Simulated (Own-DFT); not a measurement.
# Computed records: GaP (zincblende, atoms displaced)

A calculation, not a measurement: plane-wave PBE density functional theory by an unreviewed code, no spin, of a simulated periodic cell, stress positive in tension, free energy of the whole cell less one offset for each atom, forces on such cells passed a denser k mesh, this cell's mesh not checked; offsets are fitted by least squares, one for each functional and potential file, so energies compare only between cells with the same atoms and settings and are not formation energies; the far tail of each file's local potential was reset to the Coulomb form; each entry is a single point on an unrelaxed cell, so the pressure reflects the starting lattice, mostly measured values (interpolated for alloys), from which strain is counted, and rises with the displacements; printed positions are rounded, which can move forces by about a meV/angstrom; the program, named Own-DFT, is a retired in-house code; no spin-orbit coupling. Program: Own-DFT development build.

Settings shared by all entries: functional PBE; potential files PseudoDojo norm-conserving, scalar-relativistic, standard set; wave cutoff 42 hartree; occupations Fermi-Dirac; smearing width 0.1 eV; k mesh 2 x 3 x 3 centred on Gamma.

(1) GaP (zincblende, atoms displaced)

```
GaP
1.0
     16.3515     0.0000     0.0000
      0.0000    10.9010     0.0000
      0.0000     0.0000    10.9010
Ga P Ga P Ga P Ga P Ga P Ga P Ga P Ga P Ga P Ga P Ga P Ga P
4 4 4 4 4 4 4 4 4 4 4 4 4 4 4 4 4 4 4 4 4 4 4 4
Direct
  0.99245 0.00544 0.00973
  0.00503 0.25546 0.26646
  0.16559 0.00633 0.27297
  0.16995 0.23663 0.01027
  0.09110 0.12511 0.14143
  0.09589 0.35751 0.37344
  0.24901 0.12111 0.38272
  0.23676 0.39295 0.13747
  0.00643 0.00853 0.51777
  0.98503 0.23699 0.75762
  0.16954 0.00466 0.74373
  0.15969 0.23511 0.49620
  0.08971 0.13301 0.62084
  0.08139 0.36526 0.86647
  0.25708 0.13366 0.88062
  0.23890 0.38994 0.62532
  0.00725 0.49850 0.99635
  0.01816 0.76087 0.23983
  0.16905 0.49302 0.26876
  0.17842 0.73761 0.01448
  0.07966 0.63519 0.12659
  0.10804 0.88762 0.39408
  0.25111 0.62775 0.38718
  0.26165 0.88648 0.12655
  0.99402 0.50847 0.49744
  0.02833 0.73315 0.75138
  0.16181 0.51760 0.75407
  0.18217 0.75795 0.48894
  0.08512 0.63248 0.62730
  0.08192 0.87293 0.85889
  0.24297 0.61708 0.87408
  0.25406 0.87894 0.61659
  0.32979 0.99409 0.00044
  0.33849 0.25764 0.23224
  0.48931 0.00634 0.23254
  0.50639 0.25174 0.02176
  0.41807 0.10856 0.14529
  0.40873 0.34994 0.40252
  0.58613 0.11853 0.38761
  0.58217 0.36354 0.11673
  0.33503 0.00666 0.50248
  0.33354 0.25555 0.73257
  0.51641 0.01352 0.73277
  0.49663 0.26008 0.51747
  0.41583 0.12344 0.62052
  0.42547 0.35258 0.86587
  0.58857 0.13347 0.87397
  0.59516 0.37697 0.63495
  0.31941 0.50044 0.99146
  0.31250 0.74778 0.26969
  0.50877 0.49546 0.24349
  0.49547 0.77265 0.97253
  0.41123 0.63709 0.13653
  0.41571 0.88615 0.37397
  0.60043 0.63205 0.37156
  0.58129 0.86443 0.10785
  0.33998 0.50115 0.48987
  0.34229 0.76351 0.75060
  0.49411 0.50106 0.77391
  0.49784 0.74441 0.50696
  0.42336 0.60340 0.63306
  0.41147 0.87883 0.86686
  0.58730 0.64270 0.88538
  0.56329 0.87900 0.65714
  0.66448 0.00009 0.01262
  0.67803 0.22163 0.25730
  0.81234 0.01604 0.26032
  0.83898 0.24681 0.98367
  0.75136 0.13458 0.10557
  0.73982 0.36647 0.36987
  0.90912 0.14834 0.36097
  0.91768 0.36571 0.11770
  0.67723 0.97504 0.50189
  0.67739 0.24921 0.76184
  0.82227 0.00624 0.72806
  0.83701 0.22709 0.51960
  0.76358 0.10847 0.58169
  0.74532 0.40275 0.86902
  0.91798 0.12434 0.87383
  0.91718 0.37838 0.64479
  0.66022 0.50183 0.00435
  0.66442 0.73955 0.23605
  0.81415 0.48654 0.23445
  0.82643 0.74339 0.98956
  0.74586 0.60717 0.12548
  0.75104 0.86823 0.35516
  0.90809 0.62759 0.36338
  0.91137 0.88439 0.13361
  0.68464 0.51237 0.49710
  0.65678 0.78502 0.74490
  0.83141 0.51124 0.74939
  0.82874 0.73274 0.49696
  0.74092 0.63068 0.62636
  0.76649 0.86912 0.87927
  0.91101 0.63557 0.88663
  0.90743 0.86411 0.63197
```

- free energy of cell above offsets: -22.886 eV
- pressure: 7.08 GPa
- stress xx: -6.13 GPa
- stress yy: -8.28 GPa
- stress zz: -6.84 GPa
- stress yz: 0.49 GPa
- stress xz: 0.26 GPa
- stress xy: 0.37 GPa

Force:
```tsv
element	x (eV/Å)	y (eV/Å)	z (eV/Å)
Ga	1.285	-0.577	-0.035
Ga	-0.649	-0.001	-2.525
Ga	1.757	0.735	-3.256
Ga	-0.5	1.495	-0.424
P	-1.705	-0.513	-0.638
P	-2.163	2.538	1.061
P	1.597	1.621	-0.598
P	2.754	-2.528	-2.675
Ga	-1.974	-1.491	-1.134
Ga	3.287	2.06	-1.654
Ga	0.237	-0.277	0.727
Ga	3.001	1.561	0.134
P	-2.122	-0.644	3.12
P	0.59	0.201	0.746
P	-0.23	-0.539	-0.833
P	0.991	-0.868	-0.765
Ga	-1.367	-0.28	-0.071
Ga	-2.622	2.361	2.634
Ga	-1.4	2.591	0.508
Ga	-0.545	1.762	-0.399
P	2.188	-2.844	-0.789
P	-4.942	-1.449	-0.165
P	-0.612	-3.353	0.089
P	-3.13	-1.83	1.901
Ga	0.249	-0.608	-0.097
Ga	-5.881	2.338	2.671
Ga	-0.86	-2.532	-0.565
Ga	-1.084	-0.608	2.884
P	2.266	-2.805	-5.319
P	1.53	2.14	2.997
P	1.545	2.395	-0.368
P	0.669	-0.047	1.651
Ga	1.657	1.505	-1.26
Ga	-1.27	0.23	1.689
Ga	7.486	-6.114	5.961
Ga	-3.229	-2.992	-3.041
P	-5.565	6.36	-6.893
P	-0.054	1.53	-3.642
P	-0.645	-0.619	-0.508
P	3.12	2.234	3.17
Ga	0.174	-0.496	-0.75
Ga	-0.602	0.386	0.459
Ga	-5.531	8.443	5.344
Ga	2.942	-0.829	0.702
P	0.573	-0.022	1.04
P	-1.659	0.314	1.883
P	-0.148	-0.921	0.875
P	-0.812	0.436	-0.356
Ga	2.395	-0.921	1.409
Ga	3.744	2.175	-2.53
Ga	-1.119	0.672	0.801
Ga	0.271	-2.189	2.22
P	0.05	-0.634	-0.84
P	-0.154	-1.671	0.44
P	-2.752	-1.15	1.561
P	-0.485	1.098	1.605
Ga	-0.825	-0.205	1.734
Ga	-2.007	-2.603	-1.913
Ga	2.753	0.008	-0.139
Ga	0.097	0.109	-0.879
P	-1.126	2.019	-0.808
P	0.766	3.205	0.172
P	-0.54	-0.916	-1.225
P	3.607	-6.751	-7.833
Ga	0.486	-0.377	-1.709
Ga	-1.922	0.797	-0.061
Ga	2.59	0.82	-1.551
Ga	-0.737	2.065	0.361
P	0.053	-0.643	0.585
P	1.696	0.112	1.026
P	0.519	-2.079	1.305
P	0.324	0.852	0.71
Ga	-2.52	-0.259	-0.992
Ga	-0.15	0.518	-1.392
Ga	2.007	-1.377	2.153
Ga	5.328	7.838	-3.554
P	-6.459	-3.592	4.824
P	0.78	-2.252	0.746
P	-1.952	-2.842	0.232
P	-0.656	-0.085	-1.862
Ga	-0.757	-0.137	-0.484
Ga	0.606	1.507	-0.998
Ga	3.265	-1.959	1.917
Ga	1.038	-0.854	3.945
P	-0.626	3.001	-1.954
P	-0.959	-1.769	1.361
P	1.201	-0.874	-0.764
P	-0.29	-0.644	0.283
Ga	-2.362	-2.264	-0.929
Ga	3.333	-2.809	2.578
Ga	0.479	0.925	0.201
Ga	0.477	1.479	0.169
P	1.111	1.774	1.746
P	-4.032	3.434	-2.388
P	3.056	-1.996	-2.037
P	1.805	-0.003	-0.721
```

(2) GaP (zincblende, atoms displaced)

```
GaP
1.0
     16.3515     0.0000     0.0000
      0.0000    10.9010     0.0000
      0.0000     0.0000    10.9010
Ga P Ga P Ga P Ga P Ga P Ga P Ga P Ga P Ga P Ga P Ga P Ga P
4 4 4 4 4 4 4 4 4 4 4 4 4 4 4 4 4 4 4 4 4 4 4 4
Direct
  0.01654 0.03155 0.00282
  0.98891 0.25125 0.25962
  0.16947 0.01190 0.24109
  0.16618 0.25695 0.97654
  0.07125 0.13148 0.13350
  0.09167 0.38978 0.36556
  0.25644 0.09146 0.35505
  0.23995 0.36915 0.12492
  0.00873 0.02755 0.48871
  0.99966 0.24103 0.72756
  0.15652 0.00135 0.75564
  0.17338 0.23701 0.49140
  0.09309 0.12806 0.66176
  0.06661 0.38423 0.87930
  0.26476 0.13619 0.87358
  0.24978 0.41255 0.60289
  0.99525 0.47434 0.99541
  0.99497 0.75554 0.22625
  0.17434 0.48419 0.23487
  0.17409 0.73430 0.01998
  0.08192 0.60251 0.12587
  0.08480 0.87805 0.37701
  0.27078 0.60049 0.36776
  0.24354 0.86124 0.13017
  0.98875 0.51071 0.50555
  0.99640 0.73603 0.73498
  0.15589 0.51155 0.75411
  0.16564 0.74973 0.47653
  0.09537 0.63227 0.61629
  0.07964 0.89657 0.87649
  0.25989 0.63791 0.88012
  0.24428 0.88310 0.61509
  0.34708 0.99765 0.98002
  0.33886 0.27077 0.27153
  0.50289 0.00899 0.26846
  0.50238 0.24534 0.00054
  0.41265 0.11281 0.12388
  0.43281 0.37939 0.36443
  0.58509 0.13831 0.37384
  0.58534 0.37548 0.12244
  0.33706 0.02897 0.51484
  0.32766 0.25051 0.76210
  0.49839 0.01559 0.72293
  0.49828 0.25716 0.49067
  0.40022 0.13625 0.62869
  0.41034 0.36982 0.88654
  0.57834 0.12882 0.88986
  0.59558 0.36011 0.63244
  0.31762 0.50210 0.01305
  0.34933 0.75073 0.22194
  0.50927 0.52157 0.24734
  0.49735 0.77041 0.97288
  0.44060 0.62815 0.14041
  0.42518 0.88485 0.35796
  0.57961 0.60620 0.37560
  0.59521 0.87478 0.13194
  0.33251 0.50662 0.51910
  0.32354 0.76053 0.73700
  0.50617 0.50429 0.73937
  0.51108 0.73786 0.52308
  0.41324 0.61989 0.62259
  0.42173 0.86406 0.89019
  0.57927 0.65660 0.87605
  0.57930 0.88310 0.62734
  0.66700 0.00549 0.99678
  0.66022 0.25882 0.27106
  0.84346 0.98672 0.27025
  0.84077 0.24737 0.98804
  0.76028 0.09897 0.12014
  0.75233 0.40164 0.38884
  0.91671 0.13567 0.35207
  0.91268 0.36625 0.12383
  0.66278 0.00235 0.49670
  0.66601 0.24804 0.75725
  0.84062 0.99052 0.73934
  0.84030 0.24194 0.50495
  0.75596 0.12235 0.61881
  0.75374 0.41207 0.88732
  0.91969 0.12388 0.86011
  0.90978 0.37427 0.62114
  0.66681 0.49626 0.99752
  0.66023 0.72869 0.23845
  0.83120 0.49395 0.24968
  0.81953 0.72934 0.99867
  0.76472 0.61368 0.11041
  0.76086 0.87715 0.38711
  0.91095 0.62199 0.37618
  0.92998 0.87495 0.11104
  0.66596 0.47745 0.50857
  0.67271 0.75502 0.75749
  0.82670 0.49047 0.76035
  0.83143 0.74655 0.50760
  0.75285 0.61685 0.62052
  0.76977 0.92584 0.86482
  0.91510 0.62750 0.85870
  0.90908 0.85284 0.58780
```

* free energy of cell above offsets: -15.948 eV
* pressure: 8.1 GPa
* stress xx: -8.52 GPa
* stress yy: -7.58 GPa
* stress zz: -8.19 GPa
* stress yz: 1.48 GPa
* stress xz: 0.9 GPa
* stress xy: -0.73 GPa

Force:
```tsv
element	x (eV/Å)	y (eV/Å)	z (eV/Å)
Ga	-3.376	-3.259	-3.323
Ga	4.173	4.164	-2.306
Ga	-2.738	-2.472	-1.522
Ga	-0.598	-0.44	1.068
P	3.922	2.974	2.387
P	-2.303	-2.099	1.949
P	2.037	4.271	2.656
P	2.881	-2.79	-1.735
Ga	-0.211	-1.192	0.65
Ga	-2.164	2.557	1.97
Ga	4.604	-2.696	1.653
Ga	-0.151	0.818	-0.229
P	-0.589	2.226	-6.284
P	4.373	-3.502	-4.889
P	-4.107	-3.531	2.065
P	-5.396	-6.538	5.017
Ga	-3.015	4.512	3.393
Ga	1.83	-2.149	2.653
Ga	-1.364	3.344	2.6
Ga	-2.085	-0.3	-1.626
P	-0.408	1.03	-0.371
P	-0.832	0.989	-1.746
P	-1.848	2.647	-1.98
P	1.73	2.025	-0.088
Ga	1.893	-0.498	-0.28
Ga	0.66	2.013	-0.661
Ga	1.408	-0.384	0.825
Ga	2.138	-0.845	0.204
P	-2.104	-0.029	-0.068
P	-0.398	-3.196	0.943
P	-1.638	-0.839	-0.579
P	-0.017	0.429	-0.055
Ga	-1.977	0.614	2.066
Ga	-1.388	-2.331	-2.026
Ga	1.136	0.763	-2.891
Ga	-2.216	1.109	1.584
P	1.039	1.572	0.988
P	-0.97	1.799	0.873
P	-0.869	-1.862	1.839
P	-0.075	0.135	0.495
Ga	-2.507	-5.193	-3.918
Ga	1.513	4.395	-2.844
Ga	-0.464	0.118	2.316
Ga	0.481	-0.762	1.79
P	4.223	3.221	1.82
P	1.011	1.316	-0.429
P	1.126	-1.14	-2.914
P	-3.192	0.762	-0.607
Ga	2.461	-0.157	-0.17
Ga	-1.123	0.576	2.184
Ga	0.4	-5.451	-0.223
Ga	6.304	-4.765	8.326
P	-3.631	2.285	-5.719
P	-1.759	-2.158	3.458
P	3.448	2.425	3.885
P	-1.669	0.671	-1.176
Ga	4.718	1.533	-4.476
Ga	1.306	-0.089	0.529
Ga	-0.413	-0.443	1.454
Ga	-1.356	0.325	-2.345
P	1.612	1.884	1.604
P	-6.74	5.48	-8.232
P	2.01	-3.793	-1.15
P	1.773	-0.492	-0.094
Ga	0.406	-0.687	0.362
Ga	3.011	1.524	-2.311
Ga	-0.063	-0.781	-2.855
Ga	-1.451	-0.567	0.421
P	0.046	2.316	1.054
P	1.224	-3.918	-1.837
P	-2.036	-2.319	4.669
P	-0.234	0.217	0.372
Ga	0.881	-0.054	-0.183
Ga	2.056	-1.016	1.603
Ga	4.482	2.091	-5.923
Ga	-0.935	0.491	-1.557
P	-1.046	0.025	0.871
P	-0.882	-6.051	0.371
P	0.568	0.345	0.297
P	1.121	0.195	0.89
Ga	-2.517	2.305	1.537
Ga	1.777	0.159	0.81
Ga	1.142	0.316	-0.111
Ga	4.278	5.657	-4.285
P	-4.61	-2.642	4.18
P	-2.815	-0.846	-0.62
P	0.297	0.973	-1.424
P	-2.757	1.577	-1.279
Ga	-0.905	3.039	0.582
Ga	1.243	1.142	-0.608
Ga	2.774	2.463	-3.635
Ga	-4.242	-4.515	-3.429
P	-1.41	0.13	1.019
P	-5.961	-6.005	5.771
P	-0.259	-1.084	1.748
P	6.297	5.933	5.211
```

(3) GaP (zincblende, atoms displaced)

```
GaP
1.0
     16.3515     0.0000     0.0000
      0.0000    10.9010     0.0000
      0.0000     0.0000    10.9010
Ga P Ga P Ga P Ga P Ga P Ga P Ga P Ga P Ga P Ga P Ga P Ga P
4 4 4 4 4 4 4 4 4 4 4 4 4 4 4 4 4 4 4 4 4 4 4 4
Direct
  0.01005 0.99074 0.99630
  0.00588 0.25041 0.22934
  0.17394 0.01956 0.24880
  0.16235 0.26494 0.00595
  0.08394 0.12369 0.09167
  0.08707 0.35514 0.36115
  0.25982 0.12542 0.38726
  0.23764 0.39569 0.13953
  0.99962 0.01042 0.47186
  0.02104 0.24290 0.77093
  0.16381 0.98266 0.75476
  0.16351 0.22637 0.51636
  0.09105 0.12936 0.64768
  0.08452 0.36992 0.87344
  0.26032 0.13127 0.88195
  0.26579 0.36983 0.62144
  0.00725 0.48677 0.99186
  0.01342 0.74678 0.27088
  0.15865 0.49668 0.23878
  0.16034 0.72894 0.00562
  0.06885 0.63992 0.13054
  0.09364 0.90311 0.36970
  0.24231 0.62372 0.36354
  0.25851 0.89589 0.14095
  0.00594 0.50806 0.50919
  0.99550 0.76146 0.74345
  0.17027 0.49417 0.76191
  0.16792 0.75995 0.49532
  0.07839 0.62473 0.64244
  0.08141 0.88007 0.86296
  0.25063 0.63629 0.87596
  0.25871 0.91118 0.63622
  0.33759 0.99202 0.00516
  0.35021 0.23490 0.23450
  0.49358 0.00760 0.24180
  0.49065 0.26037 0.00046
  0.40046 0.12370 0.12106
  0.41705 0.37846 0.34877
  0.57779 0.11249 0.37020
  0.58679 0.39195 0.13357
  0.32460 0.98351 0.50786
  0.33505 0.27498 0.76252
  0.50717 0.00203 0.75459
  0.49783 0.24847 0.48753
  0.41138 0.12879 0.64058
  0.42997 0.37385 0.86522
  0.59100 0.13340 0.86161
  0.59675 0.37623 0.62259
  0.32710 0.51084 0.00297
  0.33768 0.72925 0.25692
  0.50054 0.48803 0.25942
  0.50519 0.77318 0.00577
  0.40629 0.60759 0.12198
  0.41496 0.88945 0.36523
  0.59339 0.64909 0.38537
  0.59010 0.87174 0.14152
  0.32061 0.50829 0.48919
  0.33380 0.73789 0.73101
  0.51139 0.47914 0.74327
  0.50217 0.74434 0.49442
  0.42273 0.63844 0.61682
  0.42408 0.86342 0.85738
  0.58905 0.62978 0.83624
  0.57797 0.88633 0.64156
  0.65859 0.97854 0.98274
  0.65779 0.22489 0.25485
  0.84610 0.99175 0.25889
  0.83573 0.25986 0.99447
  0.72061 0.10410 0.12874
  0.75553 0.38300 0.36869
  0.92544 0.10349 0.36946
  0.90710 0.39861 0.14434
  0.65557 0.98420 0.49324
  0.66973 0.24234 0.73334
  0.84305 0.99718 0.74332
  0.85360 0.24085 0.48106
  0.77009 0.13895 0.60683
  0.75702 0.37294 0.86031
  0.91544 0.13149 0.87724
  0.92977 0.36260 0.63126
  0.66651 0.51596 0.01717
  0.66512 0.74723 0.25927
  0.83479 0.49757 0.23997
  0.83014 0.77133 0.00575
  0.75544 0.67168 0.12629
  0.75409 0.88826 0.37863
  0.92438 0.63135 0.37622
  0.91151 0.85737 0.13359
  0.67609 0.51261 0.50105
  0.67413 0.72893 0.73249
  0.84298 0.48643 0.75386
  0.83274 0.77335 0.49064
  0.74065 0.65299 0.61542
  0.75490 0.87557 0.87812
  0.92204 0.63949 0.85485
  0.92318 0.85998 0.64987
```

* free energy of cell above offsets: -19.112 eV
* pressure: 7.77 GPa
* stress xx: -8.04 GPa
* stress yy: -6.76 GPa
* stress zz: -8.5 GPa
* stress yz: -0.29 GPa
* stress xz: 3.31 GPa
* stress xy: 0.8 GPa

Force:
```tsv
element	x (eV/Å)	y (eV/Å)	z (eV/Å)
Ga	-3.259	-0.471	-0.198
Ga	-0.871	-0.607	-0.093
Ga	0.143	1.101	-0.721
Ga	2.473	-0.428	-0.304
P	0.57	0.634	3.317
P	0.075	1.058	1.989
P	-0.552	0.884	-0.883
P	4.169	-3.875	-3.621
Ga	4.033	-3.631	6.481
Ga	-4.343	-1.197	-1.455
Ga	1.386	3.046	0.241
Ga	2.039	2.189	-1.975
P	-1.066	-2.575	-1.265
P	2.14	2.28	1.375
P	-1.431	0.243	0.069
P	-3.06	0.935	-0.396
Ga	-2.388	2.169	0.949
Ga	-1.484	2.43	0.737
Ga	-3.128	2.781	2.618
Ga	0.601	2.739	-0.061
P	1.632	-2.959	-1.747
P	-0.158	-2.099	0.211
P	-1.016	0.45	0.733
P	-0.886	-3.026	-0.509
Ga	-0.612	-1.355	-0.737
Ga	5.868	-4.016	3.612
Ga	0.675	0.561	-1.417
Ga	0.013	0.008	1.189
P	2.136	0.512	-0.96
P	-0.127	-2.897	1.873
P	-0.013	-0.824	-0.663
P	-3.161	-6.27	3.546
Ga	-0.479	-1.064	-2.809
Ga	-5.052	5.195	5.458
Ga	0.321	-0.26	-0.587
Ga	2.123	-1.166	1.193
P	5.817	-3.056	-4.507
P	-2.228	-1.764	3.666
P	-0.85	0.367	1.281
P	-0.166	-2.158	-0.326
Ga	5.097	3.799	-4.684
Ga	0.36	-2.674	0.035
Ga	-2.109	2.176	0.567
Ga	-0.398	-0.014	1.292
P	0.646	0.002	-1.289
P	-1.962	1.955	1.13
P	-1.17	-0.62	2.018
P	-0.881	-0.409	-2.341
Ga	-0.945	-2.004	-1.425
Ga	0.074	2.068	-0.567
Ga	1.97	3.659	-1.645
Ga	-0.462	-2.145	-0.613
P	3.522	2.156	1.292
P	-0.253	-2.343	1.313
P	-1.53	-3.878	0.113
P	-1.668	1.182	-1.245
Ga	1.953	-0.093	0.247
Ga	-0.657	1.811	0.898
Ga	-0.097	2.023	-0.513
Ga	-0.422	3.346	0.268
P	-0.701	-3.369	-0.321
P	-0.976	0.888	1.647
P	-2.016	-1.398	4.542
P	2.047	-2.669	-2.516
Ga	-0.187	1.123	0.323
Ga	0.656	3.046	-0.152
Ga	-2.71	-0.242	-2.091
Ga	-0.887	-0.313	1.234
P	3.943	0.012	-1.046
P	-0.436	-1.262	0.431
P	-2.58	5.669	-3.925
P	6.002	-5.99	-6.215
Ga	0.979	1.022	1.205
Ga	2.139	0.065	-0.063
Ga	-1.221	1.218	0.552
Ga	-0.512	2.088	0.489
P	-2.212	-2	0.939
P	-1.92	0.206	1.676
P	1.447	-0.931	0.319
P	0.288	0.218	-0.75
Ga	1.022	0.865	-2.088
Ga	2.152	1.775	-0.402
Ga	-4.783	6.105	4.356
Ga	1.798	-0.75	-2.958
P	-1.593	-4.868	1.413
P	-1.312	-0.011	-1.102
P	-1.223	-0.547	0.915
P	3.461	1.725	0.76
Ga	-0.218	-0.839	-0.392
Ga	-3.732	6.649	5.372
Ga	0.466	1.446	-1.168
Ga	1.395	-1.828	1.685
P	7.665	-4.718	-5.892
P	-0.71	0.311	-2.563
P	-1.48	-2.171	3.093
P	-5.01	5.592	-7.459
```
